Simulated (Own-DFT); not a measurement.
Simulation results for AlN (wurtzite, strained, atoms displaced)

Computed with Own-DFT development build. A calculation, not a measurement: plane-wave PBE density functional theory by an unreviewed code, no spin, of a simulated periodic cell, stress positive in tension, free energy of the whole cell less one offset for each atom, forces on such cells passed a denser k mesh, this cell's mesh not checked; offsets are fitted by least squares, one for each functional and potential file, so energies compare only between cells with the same atoms and settings and are not formation energies; the far tail of each file's local potential was reset to the Coulomb form; each entry is a single point on an unrelaxed cell, so the pressure reflects the starting lattice, mostly measured values (interpolated for alloys), from which strain is counted, and rises with the displacements; printed positions are rounded, which can move forces by about a meV/angstrom; the program, named Own-DFT, is a retired in-house code; no spin-orbit coupling.

Common to all runs: functional PBE; potential files PseudoDojo norm-conserving, scalar-relativistic, standard set; wave cutoff 42 hartree; occupations Fermi-Dirac; smearing width 0.1 eV; hardware one NVIDIA H100; k mesh 2 x 2 x 2 centred on Gamma.

```yaml
- entry: 1
  formula: AlN
  kind: "wurtzite, strained, atoms displaced"
  structure:
    cell_angstrom:
      - [12.554, -0.1339, -0.0943]
      - [-6.393, 10.9004, 0.2301]
      - [-0.0755, 0.1691, 10.0992]
    atoms_fractional:
      - [Al, 0.07876, 0.16368, 0.00698]
      - [Al, 0.17219, 0.08694, 0.24634]
      - ["N", 0.08096, 0.16662, 0.19209]
      - ["N", 0.17255, 0.0965, 0.44661]
      - [Al, 0.08691, 0.16601, 0.49092]
      - [Al, 0.1589, 0.08327, 0.74406]
      - ["N", 0.09025, 0.16918, 0.69121]
      - ["N", 0.16073, 0.07172, 0.94877]
      - [Al, 0.08626, 0.41727, 0.00822]
      - [Al, 0.16547, 0.33305, 0.24486]
      - ["N", 0.07802, 0.4121, 0.1874]
      - ["N", 0.1634, 0.33317, 0.44433]
      - [Al, 0.0795, 0.41651, 0.49968]
      - [Al, 0.15739, 0.33128, 0.75188]
      - ["N", 0.08436, 0.41282, 0.69604]
      - ["N", 0.16624, 0.33692, 0.94759]
      - [Al, 0.08454, 0.67087, 0.00893]
      - [Al, 0.16771, 0.5852, 0.25127]
      - ["N", 0.08769, 0.67148, 0.19125]
      - ["N", 0.16969, 0.58093, 0.43043]
      - [Al, 0.07936, 0.6692, 0.50614]
      - [Al, 0.17073, 0.59013, 0.75062]
      - ["N", 0.08397, 0.66547, 0.695]
      - ["N", 0.16123, 0.58023, 0.94771]
      - [Al, 0.07304, 0.9144, 0.99546]
      - [Al, 0.16844, 0.83415, 0.24673]
      - ["N", 0.08475, 0.91841, 0.19162]
      - ["N", 0.16402, 0.83552, 0.43728]
      - [Al, 0.08268, 0.91917, 0.49319]
      - [Al, 0.16192, 0.83334, 0.74774]
      - ["N", 0.08373, 0.90732, 0.69382]
      - ["N", 0.1626, 0.83156, 0.93888]
      - [Al, 0.33128, 0.16151, 0.00167]
      - [Al, 0.41448, 0.08826, 0.24165]
      - ["N", 0.33651, 0.16523, 0.18498]
      - ["N", 0.42173, 0.08321, 0.43445]
      - [Al, 0.3365, 0.16989, 0.49768]
      - [Al, 0.4114, 0.07754, 0.75032]
      - ["N", 0.32879, 0.16725, 0.69076]
      - ["N", 0.41395, 0.08808, 0.94372]
      - [Al, 0.33227, 0.41781, 0.9963]
      - [Al, 0.4151, 0.33883, 0.25221]
      - ["N", 0.33398, 0.42082, 0.18633]
      - ["N", 0.41015, 0.33587, 0.44294]
      - [Al, 0.32615, 0.41444, 0.5003]
      - [Al, 0.418, 0.34317, 0.74311]
      - ["N", 0.34096, 0.42395, 0.68919]
      - ["N", 0.41291, 0.33182, 0.93122]
      - [Al, 0.33842, 0.66965, 0.99566]
      - [Al, 0.41806, 0.58476, 0.24921]
      - ["N", 0.34179, 0.67384, 0.1923]
      - ["N", 0.4237, 0.58593, 0.44035]
      - [Al, 0.32462, 0.66082, 0.50624]
      - [Al, 0.42298, 0.58885, 0.75167]
      - ["N", 0.34349, 0.66855, 0.68308]
      - ["N", 0.41264, 0.58174, 0.94473]
      - [Al, 0.33589, 0.92321, 0.00316]
      - [Al, 0.41602, 0.82111, 0.25084]
      - ["N", 0.33213, 0.91619, 0.18733]
      - ["N", 0.42345, 0.83339, 0.43483]
      - [Al, 0.34373, 0.92622, 0.49309]
      - [Al, 0.41526, 0.83137, 0.74689]
      - ["N", 0.33397, 0.91586, 0.69105]
      - ["N", 0.42082, 0.83197, 0.94308]
      - [Al, 0.57474, 0.16204, 0.0016]
      - [Al, 0.66759, 0.0812, 0.24146]
      - ["N", 0.57139, 0.16071, 0.19783]
      - ["N", 0.66232, 0.08436, 0.43921]
      - [Al, 0.5781, 0.16119, 0.49927]
      - [Al, 0.66423, 0.07834, 0.75075]
      - ["N", 0.58369, 0.1652, 0.69232]
      - ["N", 0.674, 0.08618, 0.94003]
      - [Al, 0.58697, 0.41744, 0.9995]
      - [Al, 0.66486, 0.33083, 0.25481]
      - ["N", 0.58412, 0.41446, 0.18562]
      - ["N", 0.66205, 0.32698, 0.44849]
      - [Al, 0.58085, 0.42863, 0.50503]
      - [Al, 0.6772, 0.34028, 0.74657]
      - ["N", 0.57934, 0.41642, 0.68759]
      - ["N", 0.66465, 0.32533, 0.93489]
      - [Al, 0.58194, 0.66363, 0.00976]
      - [Al, 0.66791, 0.58543, 0.25294]
      - ["N", 0.58788, 0.67159, 0.19742]
      - ["N", 0.66872, 0.58401, 0.44265]
      - [Al, 0.58633, 0.66263, 0.49656]
      - [Al, 0.66771, 0.58775, 0.7485]
      - ["N", 0.57549, 0.6592, 0.69192]
      - ["N", 0.66263, 0.57689, 0.93759]
      - [Al, 0.57895, 0.91373, 0.99297]
      - [Al, 0.65839, 0.82726, 0.25389]
      - ["N", 0.59377, 0.92155, 0.19607]
      - ["N", 0.66733, 0.82835, 0.43794]
      - [Al, 0.58367, 0.90647, 0.48814]
      - [Al, 0.66378, 0.83869, 0.75745]
      - ["N", 0.58808, 0.91935, 0.67707]
      - ["N", 0.66875, 0.83305, 0.9395]
      - [Al, 0.83703, 0.16735, 0.00182]
      - [Al, 0.90963, 0.07814, 0.24633]
      - ["N", 0.83988, 0.1663, 0.19433]
      - ["N", 0.92215, 0.08997, 0.44131]
      - [Al, 0.83537, 0.16212, 0.50196]
      - [Al, 0.91866, 0.09185, 0.7455]
      - ["N", 0.83279, 0.17124, 0.68528]
      - ["N", 0.92042, 0.07841, 0.93662]
      - [Al, 0.83028, 0.42029, 0.00242]
      - [Al, 0.91806, 0.34066, 0.25241]
      - ["N", 0.8303, 0.41934, 0.2062]
      - ["N", 0.91058, 0.33429, 0.43108]
      - [Al, 0.83093, 0.41637, 0.50298]
      - [Al, 0.91008, 0.33124, 0.75489]
      - ["N", 0.83479, 0.41567, 0.69712]
      - ["N", 0.92122, 0.32984, 0.94756]
      - [Al, 0.83475, 0.66899, 0.99947]
      - [Al, 0.91741, 0.58521, 0.24513]
      - ["N", 0.83465, 0.67189, 0.19207]
      - ["N", 0.9221, 0.58697, 0.42978]
      - [Al, 0.83255, 0.673, 0.4982]
      - [Al, 0.91419, 0.57788, 0.75863]
      - ["N", 0.83556, 0.67072, 0.68835]
      - ["N", 0.92108, 0.58783, 0.94546]
      - [Al, 0.83156, 0.91541, 0.00137]
      - [Al, 0.918, 0.8367, 0.25892]
      - ["N", 0.8352, 0.92437, 0.19373]
      - ["N", 0.92712, 0.83872, 0.44117]
      - [Al, 0.82519, 0.91283, 0.50074]
      - [Al, 0.90986, 0.82908, 0.74829]
      - ["N", 0.83697, 0.91887, 0.69215]
      - ["N", 0.91745, 0.82477, 0.94212]
  results:
    "free_energy_of_cell_above_offsets [eV]": "-52.650"
    "pressure [GPa]": 0.63
    "stress_xx [GPa]": -0.89
    "stress_yy [GPa]": -2.39
    "stress_zz [GPa]": 1.39
    "stress_yz [GPa]": 3.95
    "stress_xz [GPa]": -2.77
    "stress_xy [GPa]": -3.15
    force_element: [Al, Al, "N", "N", Al, Al, "N", "N", Al, Al, "N", "N", Al, Al, "N", "N", Al, Al, "N", "N", Al, Al, "N", "N", Al, Al, "N", "N", Al, Al, "N", "N", Al, Al, "N", "N", Al, Al, "N", "N", Al, Al, "N", "N", Al, Al, "N", "N", Al, Al, "N", "N", Al, Al, "N", "N", Al, Al, "N", "N", Al, Al, "N", "N", Al, Al, "N", "N", Al, Al, "N", "N", Al, Al, "N", "N", Al, Al, "N", "N", Al, Al, "N", "N", Al, Al, "N", "N", Al, Al, "N", "N", Al, Al, "N", "N", Al, Al, "N", "N", Al, Al, "N", "N", Al, Al, "N", "N", Al, Al, "N", "N", Al, Al, "N", "N", Al, Al, "N", "N", Al, Al, "N", "N", Al, Al, "N", "N"]
    "force_x [eV/angstrom]": [1.413, -0.911, 0.656, 1.124, -1.315, 2.576, -2.547, -0.73, -0.373, -0.402, 0.752, -0.476, 0.096, 2.974, -2.332, -0.023, 0.967, 0.261, -0.133, -1.293, 0.786, 0.528, -0.445, 0.84, 2.735, -0.562, -0.378, 1.12, 2.315, 2.114, -3.156, 0.561, -1.515, 0.308, -1.778, -2.414, 0.64, -0.263, 0.911, 0.917, 0.809, 0.738, 0.159, 1.04, 0.579, 0.326, -2.335, 0.266, -1.215, -0.319, -0.401, -1.396, 2.084, -1.242, -2.021, 0.8, -0.723, -0.74, 1.021, -1.912, -0.479, 0.511, 0.036, -1.786, 1.547, -0.55, 3.278, 1.648, 1.442, -0.397, -0.246, -1.448, -0.861, -0.654, -0.556, -0.884, 1.059, -3.276, 1.795, -0.168, 0.278, 0.645, 0.003, -0.081, -1.313, -0.23, 2.434, 0.168, 2.266, 1.582, -1.547, -0.019, -0.562, 1.243, -0.492, -0.934, 0.589, 1.179, -2.013, -0.528, -1.759, 0.914, 0.413, -1.511, 1.068, 0.052, 0.356, 0.867, 0.178, 1.886, 0.677, -1.647, -0.324, -0.095, -0.086, -1.391, 2.134, 0.13, 0.05, -1.002, 0.955, 0.213, 0.26, -3.449, 2.027, 1.444, -1.196, -2.911]
    "force_y [eV/angstrom]": [0.297, -0.558, -0.089, -2.509, 1.054, -1.285, 0.532, 3.092, -0.301, -0.033, 1.59, 0.457, -0.747, 0.03, 1.747, -1.079, -0.126, -0.359, -0.915, 0.317, 0.142, -1.619, -0.169, 1.606, -0.832, 0.405, -0.064, 0.318, 1.162, -0.757, 2.174, 0.793, 1.228, -2.571, 1.759, 1.1, -0.288, 1.807, -0.089, -1.36, -1.2, -0.683, -0.135, 0.546, 1.007, -2.395, -0.027, 0.363, -1.333, -0.345, -3.306, -0.613, 0.955, -2.08, 0.156, 1.352, -1.595, 4.454, 0.112, -1.071, -2.574, 0.755, -0.469, 0.64, 0.618, 1.349, 1.674, -0.923, 0.588, 1.059, -0.039, -1.031, -1.907, -0.519, 0.832, 1.859, -3.482, -2.62, 1.296, 1.726, -0.05, -0.744, -1.517, 1.341, 0.174, -1.055, 2.714, 1.963, 1.349, 2.03, -1.881, -0.283, 2.29, -1.015, -0.721, -0.522, -0.672, 1.838, 1.036, -1.956, 0.923, -0.996, -0.41, 0.716, -1.314, -1.628, -0.191, 0.101, -0.036, -0.036, 1.528, 1.175, -1.71, 0.624, -0.259, -0.308, -0.743, 1.452, -1.489, -0.865, -0.132, 0.381, -3.084, -0.842, 1.651, 1.059, -0.022, 1.28]
    "force_z [eV/angstrom]": [-0.904, 0.247, 0.392, -1.95, 1.58, 1.449, -0.834, -1.363, -1.373, 0.848, 1.535, -1.21, -0.013, 0.71, -1.22, -0.781, -1.231, -1.503, 0.292, 2.33, -1.133, 0.928, -0.647, -0.845, 1.5, 0.474, 0.125, 0.458, 1.638, 1.209, -1.548, 0.229, -1.346, 1.757, 0.921, -0.31, 1.175, -0.112, -0.326, -0.961, -0.055, -0.518, 0.378, -0.842, 0.505, 1.046, -0.008, 1.504, 1.223, 0.791, -1.626, -0.478, -2.328, 0.391, 2.184, -0.537, -0.547, 0.424, 0.564, 0.715, 0.452, -0.347, -0.49, -1.509, 0.152, 1.827, -2.107, -0.453, 0.83, -0.829, 0.166, 0.192, -0.756, 0.787, 1.23, -0.454, -0.313, 0.178, 0.543, 0.886, -1.35, -0.621, -0.948, -0.96, 1.297, 0.168, -0.829, 0.517, 1.804, -0.57, -1.612, 0.184, 0.766, -1.76, 1.666, 0.902, 0.551, 1.624, -1.01, -0.179, -1.479, 0.25, 1.052, 0.006, 0.66, -0.811, -2.701, 2.785, -1.192, 0.54, -1.161, -0.816, 0.814, 0.607, -0.078, 2.193, 0.122, -0.65, 0.002, -0.006, 0.267, -1.825, -0.606, 0.132, 0.329, 0.559, -0.313, -1.273]
    "wall_time [s]": 404.9
- entry: 2
  formula: AlN
  kind: "wurtzite, strained, atoms displaced"
  structure:
    cell_angstrom:
      - [12.5756, 0.0232, -0.093]
      - [-6.2677, 10.5537, 0.2525]
      - [-0.0744, 0.1904, 9.7885]
    atoms_fractional:
      - [Al, 0.08605, 0.17354, 0.00367]
      - [Al, 0.16878, 0.07931, 0.24507]
      - ["N", 0.08636, 0.16997, 0.18685]
      - ["N", 0.16186, 0.0805, 0.43243]
      - [Al, 0.08646, 0.16577, 0.50003]
      - [Al, 0.16539, 0.08938, 0.74805]
      - ["N", 0.08369, 0.17614, 0.69405]
      - ["N", 0.17104, 0.08463, 0.9468]
      - [Al, 0.08738, 0.42195, 0.00059]
      - [Al, 0.1667, 0.33182, 0.25017]
      - ["N", 0.08157, 0.41588, 0.20316]
      - ["N", 0.16458, 0.32677, 0.44596]
      - [Al, 0.07462, 0.4104, 0.50604]
      - [Al, 0.16588, 0.33268, 0.75346]
      - ["N", 0.08853, 0.41877, 0.69906]
      - ["N", 0.16471, 0.32859, 0.94588]
      - [Al, 0.07832, 0.66836, 0.00026]
      - [Al, 0.17168, 0.58958, 0.23844]
      - ["N", 0.08175, 0.67121, 0.19384]
      - ["N", 0.16234, 0.57719, 0.4368]
      - [Al, 0.09041, 0.66747, 0.50506]
      - [Al, 0.17025, 0.58765, 0.74283]
      - ["N", 0.08027, 0.66095, 0.69129]
      - ["N", 0.16707, 0.58973, 0.93183]
      - [Al, 0.08453, 0.91776, 0.9975]
      - [Al, 0.17018, 0.83684, 0.2595]
      - ["N", 0.08495, 0.91644, 0.18585]
      - ["N", 0.17422, 0.8374, 0.43947]
      - [Al, 0.08392, 0.91742, 0.50488]
      - [Al, 0.15685, 0.82732, 0.7486]
      - ["N", 0.08421, 0.91621, 0.68793]
      - ["N", 0.1671, 0.83343, 0.94245]
      - [Al, 0.32691, 0.16037, 0.9933]
      - [Al, 0.41147, 0.08838, 0.25086]
      - ["N", 0.33431, 0.16412, 0.18668]
      - ["N", 0.4063, 0.07755, 0.44162]
      - [Al, 0.32825, 0.16793, 0.50694]
      - [Al, 0.40509, 0.08154, 0.73425]
      - ["N", 0.33093, 0.16301, 0.68697]
      - ["N", 0.41748, 0.07656, 0.94729]
      - [Al, 0.33964, 0.42715, 0.99157]
      - [Al, 0.42113, 0.3448, 0.25423]
      - ["N", 0.33262, 0.41925, 0.18267]
      - ["N", 0.41322, 0.34394, 0.44384]
      - [Al, 0.3324, 0.41395, 0.49972]
      - [Al, 0.41861, 0.34046, 0.75697]
      - ["N", 0.33656, 0.41705, 0.69399]
      - ["N", 0.41867, 0.32949, 0.9484]
      - [Al, 0.32845, 0.66738, 0.00115]
      - [Al, 0.41306, 0.57874, 0.25088]
      - ["N", 0.32178, 0.66267, 0.19434]
      - ["N", 0.41384, 0.58457, 0.43717]
      - [Al, 0.32458, 0.66267, 0.50532]
      - [Al, 0.42071, 0.58178, 0.75504]
      - ["N", 0.33101, 0.65906, 0.6913]
      - ["N", 0.41031, 0.5838, 0.94016]
      - [Al, 0.33174, 0.9121, 0.00106]
      - [Al, 0.42173, 0.83738, 0.23931]
      - ["N", 0.33324, 0.91835, 0.18678]
      - ["N", 0.41833, 0.84219, 0.43709]
      - [Al, 0.33477, 0.91355, 0.49358]
      - [Al, 0.41367, 0.84538, 0.7424]
      - ["N", 0.34055, 0.92269, 0.68658]
      - ["N", 0.42035, 0.83699, 0.93425]
      - [Al, 0.57507, 0.1596, 0.00052]
      - [Al, 0.66762, 0.07507, 0.26055]
      - ["N", 0.58693, 0.17225, 0.19341]
      - ["N", 0.66036, 0.07784, 0.43938]
      - [Al, 0.57627, 0.16143, 0.50414]
      - [Al, 0.66013, 0.07978, 0.75472]
      - ["N", 0.57695, 0.1654, 0.69768]
      - ["N", 0.65705, 0.07921, 0.94321]
      - [Al, 0.57695, 0.41059, 0.99907]
      - [Al, 0.66444, 0.33081, 0.254]
      - ["N", 0.58029, 0.41415, 0.19339]
      - ["N", 0.66989, 0.34195, 0.4313]
      - [Al, 0.58515, 0.41832, 0.50652]
      - [Al, 0.66167, 0.3337, 0.74846]
      - ["N", 0.58426, 0.41998, 0.69698]
      - ["N", 0.66577, 0.33304, 0.93868]
      - [Al, 0.57881, 0.67009, 0.99098]
      - [Al, 0.67057, 0.59039, 0.25131]
      - ["N", 0.57473, 0.66178, 0.19169]
      - ["N", 0.6655, 0.58534, 0.44367]
      - [Al, 0.58659, 0.6658, 0.49492]
      - [Al, 0.66345, 0.5737, 0.75344]
      - ["N", 0.57722, 0.66354, 0.69437]
      - ["N", 0.6698, 0.58671, 0.94333]
      - [Al, 0.58697, 0.92119, 0.00451]
      - [Al, 0.66799, 0.83586, 0.24969]
      - ["N", 0.59082, 0.92078, 0.18834]
      - ["N", 0.65856, 0.8319, 0.44078]
      - [Al, 0.58439, 0.9266, 0.4939]
      - [Al, 0.66436, 0.82866, 0.74988]
      - ["N", 0.59139, 0.91682, 0.68973]
      - ["N", 0.66568, 0.83614, 0.94389]
      - [Al, 0.83611, 0.17195, 0.99674]
      - [Al, 0.91817, 0.09104, 0.24761]
      - ["N", 0.82896, 0.15582, 0.19217]
      - ["N", 0.91816, 0.08787, 0.44235]
      - [Al, 0.82632, 0.16296, 0.49976]
      - [Al, 0.91676, 0.07206, 0.75038]
      - ["N", 0.83901, 0.17403, 0.68715]
      - ["N", 0.91527, 0.08862, 0.93982]
      - [Al, 0.83131, 0.41767, 0.00483]
      - [Al, 0.91878, 0.33275, 0.25636]
      - ["N", 0.83417, 0.41919, 0.19034]
      - ["N", 0.91773, 0.33833, 0.43856]
      - [Al, 0.83566, 0.4253, 0.50091]
      - [Al, 0.9133, 0.33102, 0.75108]
      - ["N", 0.82876, 0.41221, 0.68946]
      - ["N", 0.92024, 0.3349, 0.94166]
      - [Al, 0.8359, 0.66987, 8.0e-05]
      - [Al, 0.91688, 0.58035, 0.24557]
      - ["N", 0.83312, 0.66403, 0.18839]
      - ["N", 0.92019, 0.58049, 0.43914]
      - [Al, 0.82914, 0.66205, 0.50177]
      - [Al, 0.91533, 0.57639, 0.74809]
      - ["N", 0.82189, 0.66279, 0.69218]
      - ["N", 0.91691, 0.58206, 0.93956]
      - [Al, 0.83657, 0.9253, 0.00428]
      - [Al, 0.90647, 0.8319, 0.25054]
      - ["N", 0.83188, 0.91252, 0.19302]
      - ["N", 0.9214, 0.83018, 0.44107]
      - [Al, 0.8334, 0.91327, 0.49616]
      - [Al, 0.91968, 0.82942, 0.75469]
      - ["N", 0.82992, 0.92225, 0.69945]
      - ["N", 0.92131, 0.83511, 0.94379]
  results:
    "free_energy_of_cell_above_offsets [eV]": "-49.303"
    "pressure [GPa]": 12.13
    "stress_xx [GPa]": -4.9
    "stress_yy [GPa]": -16.71
    "stress_zz [GPa]": -14.78
    "stress_yz [GPa]": 5.16
    "stress_xz [GPa]": -2.24
    "stress_xy [GPa]": 0.6
    force_element: [Al, Al, "N", "N", Al, Al, "N", "N", Al, Al, "N", "N", Al, Al, "N", "N", Al, Al, "N", "N", Al, Al, "N", "N", Al, Al, "N", "N", Al, Al, "N", "N", Al, Al, "N", "N", Al, Al, "N", "N", Al, Al, "N", "N", Al, Al, "N", "N", Al, Al, "N", "N", Al, Al, "N", "N", Al, Al, "N", "N", Al, Al, "N", "N", Al, Al, "N", "N", Al, Al, "N", "N", Al, Al, "N", "N", Al, Al, "N", "N", Al, Al, "N", "N", Al, Al, "N", "N", Al, Al, "N", "N", Al, Al, "N", "N", Al, Al, "N", "N", Al, Al, "N", "N", Al, Al, "N", "N", Al, Al, "N", "N", Al, Al, "N", "N", Al, Al, "N", "N", Al, Al, "N", "N", Al, Al, "N", "N"]
    "force_x [eV/angstrom]": [0.14, -0.571, -0.376, 0.62, -1.135, 0.332, 1.036, -2.519, -0.221, 0.27, 0.534, -0.204, 1.596, 0.307, -1.562, 0.308, 1.02, -3.814, 0.684, -0.016, -0.915, 0.438, -0.723, -0.172, 0.629, -0.431, -0.88, -1.389, 0.617, 2.119, -0.904, -0.476, 2.731, 2.7, -2.092, 0.406, 0.106, 3.109, -2.471, -2.487, -0.214, -0.202, -0.152, 3.221, -2.453, 0.706, -0.932, -1.857, 0.196, -0.844, 4.381, 0.215, 1.523, -1.921, -0.096, 0.564, -0.011, -0.832, 0.294, 1.275, -0.717, 4.683, -3.86, -0.182, 0.886, -1.489, 0.097, -0.034, -0.082, 1.245, -0.019, 1.616, 1.871, 0.127, 0.325, -0.275, -0.643, 1.425, -0.675, -0.102, 1.134, -0.423, 0.889, 0.938, -2.574, -1.243, 2.002, -0.938, -0.363, -0.131, -1.104, 1.575, 0.416, -0.077, -2.486, 0.683, -1.186, 2.466, -1.515, 0.035, 0.888, -1.527, -0.728, 1.189, 0.17, -1.017, 0.247, -1.074, 0.382, 0.976, -0.311, -0.772, -0.239, -0.033, -0.523, -0.777, 1.135, -1.061, 2.442, -0.652, -0.024, 3.947, -1.401, -1.392, -0.668, -1.73, 1.939, -0.89]
    "force_y [eV/angstrom]": [-3.034, 0.788, -1.119, 0.808, -1.115, -0.5, -2.999, 0.154, -0.819, 0.675, 0.246, 2.152, 0.229, 1.594, -0.376, 3.866, -0.573, -2.183, -0.391, 1.186, -0.803, -1.102, 0.992, -0.131, -0.666, -0.287, -0.715, -0.549, -0.718, 0.718, 0.537, 0.558, 0.249, -0.881, 1.773, 2.699, -0.101, 0.091, 2.081, 1.147, -4.315, -1.74, -0.567, -2.04, 1.657, -1.486, -0.386, 0.929, 0.425, 0.802, 2.37, 0.144, 0.287, 0.416, 1.993, 2.58, -0.216, -0.375, -0.201, -1.584, 0.22, -2.938, -1.201, -0.35, 1.285, 2.393, -2.292, 4.738, 0.941, 0.611, -0.08, 2.456, 1.099, 1.063, 1.108, -0.964, -0.632, -0.633, -2.333, 0.187, -1.128, -1.744, 1.225, 0.098, -0.39, 3.249, -0.177, -0.412, -1.839, -1.44, -1.315, 1.373, -5.706, 0.547, 0.378, 0.912, -1.659, -1.494, 2.252, -0.724, 0.871, 5.054, -2.319, 0.18, -1.31, -0.124, -1.448, -1.167, -3.196, 0.881, 0.243, 1.402, -1.388, 0.977, 0.564, 3.162, -0.046, 0.455, 0.421, 0.917, -1.873, -0.54, 1.64, 0.491, 0.376, 0.239, -4.396, 1.076]
    "force_z [eV/angstrom]": [-0.521, -0.689, 1.48, 1.869, 0.011, 0.855, -0.631, -2.176, 0.091, 0.297, -2.148, -0.633, -0.464, 0.362, -0.836, -1.071, 0.327, 2.658, -0.656, 0.781, -2.229, 0.972, 0.033, 1.8, 0.764, -2.915, 1.208, 2.405, -2.261, 0.625, 1.391, -1.305, 1.634, -0.505, 0.394, 0.54, -3.401, 3.264, 1.654, -2.267, 1.592, -1.235, 0.803, 0.026, 0.834, -0.397, 0.296, -1.633, -0.898, -0.206, -1.752, 1.181, -1.842, -1.523, 0.315, -0.049, -0.644, 1.165, 1.339, -0.293, 0.674, 1.187, -1.155, 1.284, 0.571, -3.079, 0.374, 0.859, -1.015, -0.549, -1.419, -0.301, 1.235, -2.45, 0.0, 4.185, -1.386, 0.849, -1.273, 0.436, 1.528, -1.127, -0.441, -0.38, 1.086, 0.957, -0.551, 0.029, -1.561, -0.184, 0.93, -0.104, 2.509, 0.327, -0.55, -0.12, 0.468, 0.815, -0.315, -0.158, 0.19, 0.553, 0.845, 0.375, -0.973, -1.643, 0.583, 1.555, -0.434, 0.01, 0.321, 0.358, -0.219, 0.893, 0.957, 0.29, -0.394, 0.233, 0.007, -0.19, -0.948, -0.24, 0.077, 0.46, 0.669, -0.671, -2.274, -0.362]
    "wall_time [s]": 391.1
```
